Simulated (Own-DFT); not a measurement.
# Computed records: SiC (4H silicon carbide, atoms displaced), GaP (zincblende, atoms displaced), GaP (zincblende, strained, atoms displaced)

A calculation, not a measurement: plane-wave PBE density functional theory by an unreviewed code, no spin, of a simulated periodic cell, stress positive in tension, free energy of the whole cell less one offset for each atom, forces on such cells passed a denser k mesh, this cell's mesh not checked; offsets are fitted by least squares, one for each functional and potential file, so energies compare only between cells with the same atoms and settings and are not formation energies; the far tail of each file's local potential was reset to the Coulomb form; each entry is a single point on an unrelaxed cell, so the pressure reflects the starting lattice, mostly measured values (interpolated for alloys), from which strain is counted, and rises with the displacements; printed positions are rounded, which can move forces by about a meV/angstrom; the program, named Own-DFT, is a retired in-house code; no spin-orbit coupling. Program: Own-DFT development build.

Common to all runs: functional PBE; potential files PseudoDojo norm-conserving, scalar-relativistic, standard set; wave cutoff 42 hartree; occupations Fermi-Dirac; smearing width 0.1 eV; hardware one NVIDIA H100.

```json
{"entry": 1, "formula": "SiC", "kind": "4H silicon carbide, atoms displaced", "structure": {"cell_angstrom": [[6.1654, 0.0, 0.0], [-3.0827, 5.3394, 0.0], [0.0, 0.0, 10.0681]], "atoms_fractional": [["Si", 0.0032, 0.99712, 0.40599], ["Si", 0.16955, 0.31651, 0.13576], ["C", 0.03611, 0.00455, 0.09301], ["C", 0.17963, 0.35172, 0.33159], ["Si", 0.967, 0.51348, 0.41775], ["Si", 0.16432, 0.83215, 0.15548], ["C", 0.98922, 0.51378, 0.09084], ["C", 0.155, 0.86249, 0.33398], ["Si", 0.46967, 0.96451, 0.40813], ["Si", 0.7051, 0.36742, 0.16014], ["C", 0.46159, 0.00221, 0.11145], ["C", 0.6957, 0.34174, 0.32997], ["Si", 0.51037, 0.52534, 0.41772], ["Si", 0.65306, 0.82217, 0.15341], ["C", 0.47007, 0.48, 0.0998], ["C", 0.66899, 0.83515, 0.3293], ["Si", 0.01728, 0.98092, 0.90404], ["Si", 0.82353, 0.6261, 0.65834], ["C", 0.98414, 0.99706, 0.58982], ["C", 0.83845, 0.67817, 0.82657], ["Si", 0.01303, 0.51436, 0.91114], ["Si", 0.83132, 0.15221, 0.6618], ["C", 0.99774, 0.50075, 0.61519], ["C", 0.81633, 0.15438, 0.84589], ["Si", 0.50366, 0.969, 0.89795], ["Si", 0.36345, 0.69875, 0.63893], ["C", 0.48305, 0.97837, 0.58096], ["C", 0.34713, 0.65573, 0.84847], ["Si", 0.49427, 0.49251, 0.89965], ["Si", 0.341, 0.16537, 0.6528], ["C", 0.48141, 0.49966, 0.60385], ["C", 0.31121, 0.16007, 0.84528]]}, "settings": {"k_mesh": "5 x 5 x 3 centred on Gamma"}, "results": {"free_energy_of_cell_above_offsets [eV]": "8.262", "pressure [GPa]": 13.57, "stress_xx [GPa]": -14.59, "stress_yy [GPa]": -13.36, "stress_zz [GPa]": -12.77, "stress_yz [GPa]": 1.18, "stress_xz [GPa]": 4.15, "stress_xy [GPa]": -1.18, "force_element": ["Si", "Si", "C", "C", "Si", "Si", "C", "C", "Si", "Si", "C", "C", "Si", "Si", "C", "C", "Si", "Si", "C", "C", "Si", "Si", "C", "C", "Si", "Si", "C", "C", "Si", "Si", "C", "C"], "force_x [eV/angstrom]": [-4.206, -4.615, -5.541, -0.61, 5.21, -1.212, 4.543, 3.526, 1.166, -6.139, 8.475, -3.766, -0.312, -0.962, 6.327, -0.169, -4.638, -4.283, 2.478, 0.306, -1.142, -0.108, 3.481, 2.475, -3.204, -2.684, 0.162, -2.985, 2.676, -3.224, 3.661, 5.314], "force_y [eV/angstrom]": [4.102, 1.118, -2.544, -0.486, 0.437, -1.896, 0.13, -3.708, 2.991, -4.832, 2.612, -1.9, -2.588, 0.807, 4.598, 0.224, 0.066, 4.938, -1.399, -2.143, -1.625, 0.97, -2.158, 1.441, 2.95, -7.786, 7.475, 0.227, -0.879, -1.243, -1.018, 1.118], "force_z [eV/angstrom]": [-0.34, 5.158, -2.811, 2.516, -0.939, 1.769, -1.929, 2.177, -5.497, -1.303, -3.971, 4.996, -4.19, -1.559, -3.623, 4.403, 1.156, -1.179, 0.149, 5.084, -2.283, -0.445, -3.923, 0.351, 3.791, 5.953, 1.107, -2.534, 2.071, 0.731, -1.935, -2.951], "wall_time [s]": 127.5}}
{"entry": 2, "formula": "GaP", "kind": "zincblende, atoms displaced", "structure": {"cell_angstrom": [[10.901, 0.0, 0.0], [0.0, 10.901, 0.0], [0.0, 0.0, 10.901]], "atoms_fractional": [["Ga", 0.99234, 0.00043, 0.00439], ["Ga", 0.00377, 0.2571, 0.24193], ["Ga", 0.25231, 0.01117, 0.24778], ["Ga", 0.24739, 0.25327, 0.99384], ["P", 0.12547, 0.13258, 0.12946], ["P", 0.13657, 0.3874, 0.36612], ["P", 0.37431, 0.1288, 0.37735], ["P", 0.36414, 0.37536, 0.13689], ["Ga", 0.99729, 0.00494, 0.48812], ["Ga", 0.99983, 0.26026, 0.74124], ["Ga", 0.24592, 0.99351, 0.74122], ["Ga", 0.25423, 0.2525, 0.51349], ["P", 0.13478, 0.10882, 0.61281], ["P", 0.12658, 0.37461, 0.88328], ["P", 0.38342, 0.11474, 0.8701], ["P", 0.38325, 0.36053, 0.62474], ["Ga", 0.00175, 0.49317, 0.98501], ["Ga", 0.00738, 0.75783, 0.26309], ["Ga", 0.24626, 0.50389, 0.25548], ["Ga", 0.23977, 0.75193, 0.0201], ["P", 0.12833, 0.62043, 0.11691], ["P", 0.13643, 0.87334, 0.38671], ["P", 0.37159, 0.62831, 0.37209], ["P", 0.38418, 0.87864, 0.12284], ["Ga", 0.98493, 0.49765, 0.51691], ["Ga", 0.00177, 0.74172, 0.75668], ["Ga", 0.26212, 0.51224, 0.76912], ["Ga", 0.27252, 0.75533, 0.49258], ["P", 0.11332, 0.62044, 0.62003], ["P", 0.12395, 0.87244, 0.86076], ["P", 0.37297, 0.62014, 0.878], ["P", 0.38312, 0.86597, 0.62167], ["Ga", 0.4901, 0.0043, 0.99723], ["Ga", 0.49316, 0.25209, 0.25197], ["Ga", 0.75708, 0.99688, 0.24109], ["Ga", 0.74935, 0.25805, 0.99781], ["P", 0.66097, 0.13214, 0.12719], ["P", 0.62952, 0.36663, 0.36601], ["P", 0.87385, 0.11933, 0.37493], ["P", 0.86975, 0.37131, 0.12835], ["Ga", 0.50937, 0.99129, 0.49902], ["Ga", 0.50664, 0.24901, 0.75059], ["Ga", 0.75998, 0.99842, 0.75234], ["Ga", 0.75216, 0.23757, 0.48588], ["P", 0.61757, 0.12833, 0.64864], ["P", 0.62093, 0.38357, 0.88319], ["P", 0.8631, 0.12292, 0.87216], ["P", 0.88606, 0.3723, 0.61106], ["Ga", 0.49363, 0.48949, 0.00097], ["Ga", 0.50107, 0.76063, 0.24415], ["Ga", 0.74882, 0.50361, 0.25604], ["Ga", 0.73978, 0.75402, 0.00154], ["P", 0.62599, 0.61146, 0.1129], ["P", 0.63603, 0.87265, 0.37719], ["P", 0.89249, 0.63095, 0.37212], ["P", 0.87824, 0.87084, 0.12631], ["Ga", 0.51941, 0.50032, 0.5054], ["Ga", 0.51028, 0.75301, 0.74119], ["Ga", 0.75957, 0.48819, 0.76346], ["Ga", 0.75994, 0.74957, 0.5035], ["P", 0.62653, 0.63113, 0.62061], ["P", 0.62069, 0.89515, 0.86563], ["P", 0.87857, 0.60914, 0.86617], ["P", 0.88149, 0.88038, 0.62499]]}, "settings": {"k_mesh": "3 x 3 x 3 centred on Gamma"}, "results": {"free_energy_of_cell_above_offsets [eV]": "-26.298", "pressure [GPa]": 4.91, "stress_xx [GPa]": -4.82, "stress_yy [GPa]": -5.38, "stress_zz [GPa]": -4.53, "stress_yz [GPa]": 0.42, "stress_xz [GPa]": -0.42, "stress_xy [GPa]": -0.71, "force_element": ["Ga", "Ga", "Ga", "Ga", "P", "P", "P", "P", "Ga", "Ga", "Ga", "Ga", "P", "P", "P", "P", "Ga", "Ga", "Ga", "Ga", "P", "P", "P", "P", "Ga", "Ga", "Ga", "Ga", "P", "P", "P", "P", "Ga", "Ga", "Ga", "Ga", "P", "P", "P", "P", "Ga", "Ga", "Ga", "Ga", "P", "P", "P", "P", "Ga", "Ga", "Ga", "Ga", "P", "P", "P", "P", "Ga", "Ga", "Ga", "Ga", "P", "P", "P", "P"], "force_x [eV/angstrom]": [0.86, -0.097, 0.072, 1.063, -0.095, -2.508, 0.641, 0.794, 0.732, 0.972, 1.336, -0.779, -1.275, 0.477, -2.123, 0.301, -0.796, 1.042, 0.957, 1.378, -1.815, -0.324, 2.033, -1.551, 3.161, -0.327, -2.744, -1.951, 2.389, 0.049, 2.447, -0.163, 2.272, 0.799, 0.145, 0.63, -4.296, -0.159, 0.836, 0.76, -0.381, -1.26, -0.721, -1.064, 2.643, 0.35, 2.057, -4.136, -1.156, 0.864, 0.704, 0.315, -0.349, -0.096, -2.042, 0.193, -1.544, -0.537, -1.192, 0.383, 1.692, 0.136, -0.098, 0.097], "force_y [eV/angstrom]": [0.448, 0.18, -0.851, -1.193, -1.008, -2.265, -0.573, -0.304, -1.059, -1.84, -0.31, -0.269, 1.892, -0.378, 1.814, 2.667, 0.418, -0.004, 1.603, 1.158, -0.595, 1.05, -0.855, 0.384, 2.546, 0.027, -2.627, -0.913, 0.75, 0.197, 3.13, 1.28, 0.08, -0.789, -0.647, 0.202, -0.313, 0.904, 0.385, 1.341, 1.224, 1.397, -0.012, 0.599, -2.041, -1.543, 1.612, -2.842, 0.665, -1.546, 0.266, -0.169, 1.285, 0.107, -1.273, -0.794, -0.977, -0.271, -0.306, 0.073, -0.858, -2.129, 2.458, -0.586], "force_z [eV/angstrom]": [-0.845, 1.37, 0.444, 0.778, -1.285, 2.788, 0.501, -1.415, 0.958, 0.854, 0.32, -1.878, 0.556, -2.366, -0.592, 0.985, 2.362, -1.563, -1.311, -2.322, 1.541, -1.319, -0.56, 0.189, -3.694, -1.309, -3.398, 0.968, 0.839, 2.447, 2.005, 0.57, 1.091, -0.617, 1.298, -0.861, 0.002, 1.043, -1.704, -0.62, 0.311, 1.846, -1.269, 1.927, -3.566, -1.097, 0.633, 2.149, 0.762, 0.687, -0.473, -0.908, 1.303, -0.821, 0.986, -0.063, -1.058, 1.464, -2.355, -0.377, 0.973, 1.006, 1.512, 0.179], "wall_time [s]": 577.6}}
{"entry": 3, "formula": "GaP", "kind": "zincblende, strained, atoms displaced", "structure": {"cell_angstrom": [[10.862, 0.0, 0.0], [0.0, 10.862, 0.0], [0.0, 0.0, 10.9361]], "atoms_fractional": [["Ga", 0.99319, 0.99134, 0.99494], ["Ga", 0.00529, 0.24531, 0.2484], ["Ga", 0.25835, 0.00534, 0.24582], ["Ga", 0.24513, 0.25803, 0.99611], ["P", 0.1211, 0.12282, 0.12109], ["P", 0.12732, 0.36879, 0.3784], ["P", 0.3759, 0.12055, 0.37823], ["P", 0.37297, 0.37555, 0.12116], ["Ga", 0.00065, 0.00042, 0.50027], ["Ga", 0.00454, 0.24618, 0.74786], ["Ga", 0.25385, 0.00346, 0.7588], ["Ga", 0.24474, 0.24427, 0.49567], ["P", 0.12425, 0.12379, 0.62735], ["P", 0.12944, 0.37102, 0.87574], ["P", 0.37923, 0.13474, 0.87296], ["P", 0.37555, 0.36863, 0.62347], ["Ga", 0.00296, 0.50484, 0.99949], ["Ga", 0.00258, 0.75232, 0.24631], ["Ga", 0.25013, 0.50091, 0.2457], ["Ga", 0.24713, 0.74282, 0.99618], ["P", 0.12043, 0.61862, 0.125], ["P", 0.13153, 0.87614, 0.37886], ["P", 0.38755, 0.62343, 0.3748], ["P", 0.37494, 0.87825, 0.12699], ["Ga", 0.99892, 0.49797, 0.49636], ["Ga", 0.00978, 0.75601, 0.75443], ["Ga", 0.24851, 0.50796, 0.74995], ["Ga", 0.25308, 0.75027, 0.50716], ["P", 0.1262, 0.62833, 0.62419], ["P", 0.11503, 0.87866, 0.86792], ["P", 0.37774, 0.62616, 0.86809], ["P", 0.38053, 0.87643, 0.63642], ["Ga", 0.50009, 0.00099, 0.99932], ["Ga", 0.4924, 0.25148, 0.25434], ["Ga", 0.75052, 0.99642, 0.2446], ["Ga", 0.76042, 0.24887, 0.00108], ["P", 0.62543, 0.12063, 0.12515], ["P", 0.6239, 0.37583, 0.37233], ["P", 0.87546, 0.12792, 0.37573], ["P", 0.87778, 0.37592, 0.12434], ["Ga", 0.51177, 0.00042, 0.50952], ["Ga", 0.49785, 0.25004, 0.75176], ["Ga", 0.74772, 0.99757, 0.75273], ["Ga", 0.74693, 0.24386, 0.49786], ["P", 0.63027, 0.12606, 0.62934], ["P", 0.62184, 0.37629, 0.88002], ["P", 0.8757, 0.11971, 0.87924], ["P", 0.87818, 0.37491, 0.61729], ["Ga", 0.4963, 0.50296, 0.99674], ["Ga", 0.4995, 0.7542, 0.2464], ["Ga", 0.74966, 0.49913, 0.2524], ["Ga", 0.74591, 0.74543, 0.00479], ["P", 0.61827, 0.62756, 0.12165], ["P", 0.62694, 0.87609, 0.3735], ["P", 0.88498, 0.61653, 0.37362], ["P", 0.87458, 0.86948, 0.12569], ["Ga", 0.49983, 0.50157, 0.50072], ["Ga", 0.50558, 0.75079, 0.75073], ["Ga", 0.7476, 0.51041, 0.74738], ["Ga", 0.74809, 0.7509, 0.49979], ["P", 0.62665, 0.62457, 0.62175], ["P", 0.62483, 0.88263, 0.87778], ["P", 0.86711, 0.61975, 0.87378], ["P", 0.8736, 0.8768, 0.6236]]}, "settings": {"k_mesh": "3 x 3 x 3 centred on Gamma"}, "results": {"free_energy_of_cell_above_offsets [eV]": "-33.748", "pressure [GPa]": 3.51, "stress_xx [GPa]": -3.62, "stress_yy [GPa]": -3.65, "stress_zz [GPa]": -3.25, "stress_yz [GPa]": 0.06, "stress_xz [GPa]": -0.42, "stress_xy [GPa]": 0.05, "force_element": ["Ga", "Ga", "Ga", "Ga", "P", "P", "P", "P", "Ga", "Ga", "Ga", "Ga", "P", "P", "P", "P", "Ga", "Ga", "Ga", "Ga", "P", "P", "P", "P", "Ga", "Ga", "Ga", "Ga", "P", "P", "P", "P", "Ga", "Ga", "Ga", "Ga", "P", "P", "P", "P", "Ga", "Ga", "Ga", "Ga", "P", "P", "P", "P", "Ga", "Ga", "Ga", "Ga", "P", "P", "P", "P", "Ga", "Ga", "Ga", "Ga", "P", "P", "P", "P"], "force_x [eV/angstrom]": [0.268, -0.537, -1.03, 0.768, 0.583, -0.116, 0.419, 0.084, -0.117, -0.744, -0.106, 0.706, 0.542, -1.153, -0.807, -0.471, -0.772, 0.3, 0.329, -0.029, 0.749, -0.125, -1.629, -0.285, 0.958, -2.163, 0.198, 0.768, -0.528, 2.208, -0.131, -0.358, -0.372, 0.537, 0.238, -1.048, -0.097, -0.082, 0.064, 0.235, -0.817, 0.897, 0.651, 0.253, -0.254, 0.785, -0.027, -0.693, -0.005, 0.187, 0.052, 0.195, 0.325, -0.075, -1.201, -0.088, 0.221, 0.372, -0.042, 0.747, -0.447, 0.104, 1.406, 0.201], "force_y [eV/angstrom]": [0.424, 0.511, -0.158, -1.257, -0.37, 0.891, 0.106, 0.049, -0.007, 0.464, 0.152, -0.085, -0.529, 1.484, -0.998, 0.748, -1.113, -0.184, -0.357, 0.724, 1.088, 0.032, 0.587, -0.608, -0.318, -1.502, -1.18, 0.156, -0.41, 0.354, 0.194, 0.211, 0.422, -0.235, 0.454, 0.115, 0.918, -0.272, -0.771, 0.097, -0.29, 0.68, 0.227, 0.862, 0.312, -0.147, 0.56, -0.228, -0.27, -0.014, 0.127, 0.419, -0.562, -0.128, 1.474, 0.045, -0.929, 0.098, -1.909, -0.272, 0.466, -1.275, 1.299, -0.372], "force_z [eV/angstrom]": [0.925, 0.171, 0.355, 0.888, -0.402, -0.901, 0.382, 0.246, -0.124, 0.307, -0.525, 0.721, -0.196, -0.987, 1.158, -0.138, -0.688, 0.867, 0.905, 0.173, 0.078, -0.613, -0.264, -1.069, 0.542, -1.417, -0.403, -0.569, 0.007, 1.631, 0.543, -0.824, 0.128, -0.487, 0.641, 0.145, 0.055, 0.463, -0.567, 0.312, -0.505, -0.508, -0.215, -0.077, 0.326, -0.627, -1.009, 1.107, 0.189, 0.396, -0.57, -0.711, 0.697, 0.063, -0.416, -0.236, 0.265, 0.132, -0.218, -0.447, 0.034, 0.081, 0.431, 0.35], "wall_time [s]": 507.6}}
{"entry": 4, "formula": "GaP", "kind": "zincblende, strained, atoms displaced", "structure": {"cell_angstrom": [[10.862, 0.0, 0.0], [0.0, 10.862, 0.0], [0.0, 0.0, 10.9439]], "atoms_fractional": [["Ga", 0.99766, 0.99989, 0.00016], ["Ga", 0.00126, 0.24853, 0.2523], ["Ga", 0.24971, 0.00307, 0.24462], ["Ga", 0.25106, 0.24899, 0.9974], ["P", 0.12462, 0.12871, 0.12544], ["P", 0.12628, 0.37303, 0.37547], ["P", 0.38003, 0.12484, 0.37355], ["P", 0.37673, 0.3826, 0.12909], ["Ga", 0.00324, 0.99751, 0.49628], ["Ga", 0.00022, 0.24755, 0.74984], ["Ga", 0.2519, 0.00025, 0.74898], ["Ga", 0.2464, 0.2451, 0.49749], ["P", 0.12844, 0.12335, 0.62731], ["P", 0.12379, 0.37285, 0.8725], ["P", 0.37245, 0.1286, 0.87388], ["P", 0.37905, 0.37459, 0.62315], ["Ga", 0.00289, 0.49736, 0.00016], ["Ga", 0.00087, 0.74716, 0.25121], ["Ga", 0.25216, 0.50203, 0.2491], ["Ga", 0.25218, 0.75316, 7e-05], ["P", 0.12269, 0.62546, 0.12142], ["P", 0.1257, 0.8749, 0.37416], ["P", 0.37771, 0.6261, 0.37465], ["P", 0.37477, 0.87296, 0.12708], ["Ga", 0.99633, 0.50104, 0.49914], ["Ga", 0.99851, 0.74706, 0.74642], ["Ga", 0.2524, 0.49733, 0.75224], ["Ga", 0.24994, 0.75068, 0.49959], ["P", 0.12813, 0.62829, 0.62339], ["P", 0.1219, 0.87339, 0.87551], ["P", 0.37865, 0.62542, 0.87758], ["P", 0.37694, 0.87506, 0.62085], ["Ga", 0.49888, 0.00244, 0.0008], ["Ga", 0.49703, 0.24924, 0.25121], ["Ga", 0.75247, 0.00096, 0.2495], ["Ga", 0.75167, 0.25205, 0.99765], ["P", 0.62703, 0.12465, 0.11845], ["P", 0.62439, 0.36944, 0.37769], ["P", 0.87161, 0.12312, 0.37198], ["P", 0.87435, 0.3745, 0.12609], ["Ga", 0.50065, 0.99661, 0.50417], ["Ga", 0.49926, 0.24948, 0.75167], ["Ga", 0.74263, 0.9987, 0.75096], ["Ga", 0.75667, 0.25342, 0.50007], ["P", 0.62638, 0.12693, 0.6218], ["P", 0.62696, 0.37651, 0.87471], ["P", 0.88083, 0.12403, 0.87391], ["P", 0.87494, 0.37396, 0.62254], ["Ga", 0.49615, 0.49796, 0.9972], ["Ga", 0.49999, 0.75305, 0.25372], ["Ga", 0.7533, 0.49665, 0.25216], ["Ga", 0.75127, 0.75183, 0.99502], ["P", 0.62305, 0.62344, 0.12797], ["P", 0.62535, 0.8731, 0.37087], ["P", 0.87388, 0.62495, 0.37615], ["P", 0.87519, 0.87239, 0.12793], ["Ga", 0.50149, 0.50314, 0.50364], ["Ga", 0.49898, 0.75258, 0.75212], ["Ga", 0.74658, 0.50064, 0.74716], ["Ga", 0.74644, 0.75173, 0.50179], ["P", 0.62384, 0.62663, 0.62354], ["P", 0.62483, 0.87326, 0.87643], ["P", 0.87111, 0.62545, 0.87723], ["P", 0.87538, 0.875, 0.6278]]}, "settings": {"k_mesh": "3 x 3 x 3 centred on Gamma"}, "results": {"free_energy_of_cell_above_offsets [eV]": "-35.243", "pressure [GPa]": 3.07, "stress_xx [GPa]": -3.24, "stress_yy [GPa]": -3.28, "stress_zz [GPa]": -2.69, "stress_yz [GPa]": 0.15, "stress_xz [GPa]": -0.01, "stress_xy [GPa]": -0.09, "force_element": ["Ga", "Ga", "Ga", "Ga", "P", "P", "P", "P", "Ga", "Ga", "Ga", "Ga", "P", "P", "P", "P", "Ga", "Ga", "Ga", "Ga", "P", "P", "P", "P", "Ga", "Ga", "Ga", "Ga", "P", "P", "P", "P", "Ga", "Ga", "Ga", "Ga", "P", "P", "P", "P", "Ga", "Ga", "Ga", "Ga", "P", "P", "P", "P", "Ga", "Ga", "Ga", "Ga", "P", "P", "P", "P", "Ga", "Ga", "Ga", "Ga", "P", "P", "P", "P"], "force_x [eV/angstrom]": [0.333, -0.27, 0.127, -0.098, -0.045, -0.161, -0.688, -0.236, -0.452, 0.061, -0.107, 0.694, -0.519, 0.169, 0.405, -0.626, -0.531, -0.044, -0.546, -0.279, 0.519, 0.294, -0.322, 0.142, 0.652, 0.012, 0.059, 0.184, -0.227, 0.364, -0.629, -0.378, -0.189, 0.628, -0.541, 0.252, -0.125, 0.1, 0.707, 0.411, 0.49, 0.381, 0.68, -0.612, -0.037, -0.339, -1.041, 0.341, 0.839, 0.046, -0.647, -0.339, 0.266, 0.172, -0.121, 0.036, -0.029, 0.074, 0.328, 0.468, -0.016, -0.424, 0.642, -0.256], "force_y [eV/angstrom]": [-0.173, 0.217, -0.11, 0.649, -0.302, 0.461, -0.532, -1.151, 0.266, 0.159, -0.449, 0.304, -0.038, 0.15, -0.621, -0.174, 0.063, 0.048, 0.269, -0.276, 0.002, -0.031, -0.048, 0.449, 0.006, -0.024, 0.29, -0.032, -0.746, 0.16, 0.143, -0.181, -0.305, 0.136, -0.249, -0.178, 0.268, 0.647, 0.194, -0.151, 0.419, 0.173, 0.313, -0.574, -0.028, -0.208, -0.036, 0.324, 0.26, -0.557, 0.16, -0.317, 0.141, 0.655, 0.156, 0.166, -0.414, -0.24, 0.071, 0.073, 0.21, 0.424, -0.528, 0.247], "force_z [eV/angstrom]": [0.391, -0.126, 0.503, 0.658, -0.405, -0.042, 0.298, -0.629, 0.448, -0.36, 0.264, 0.172, -0.449, 0.158, 0.056, 0.089, -0.142, -0.012, 0.274, -0.109, 0.345, -0.378, 0.278, -0.209, 0.053, 0.453, -0.355, -0.322, 0.234, -0.256, -0.401, 0.77, -0.174, -0.522, -0.428, -0.083, 0.732, -0.12, 0.56, -0.085, -0.797, -0.292, -0.121, -0.292, 0.344, -0.101, -0.043, 0.725, 0.489, -0.552, 0.007, 1.095, -0.395, 0.641, 0.029, -0.355, -0.583, -0.283, 0.107, -0.184, 0.434, 0.003, -0.586, -0.42], "wall_time [s]": 512.2}}
```
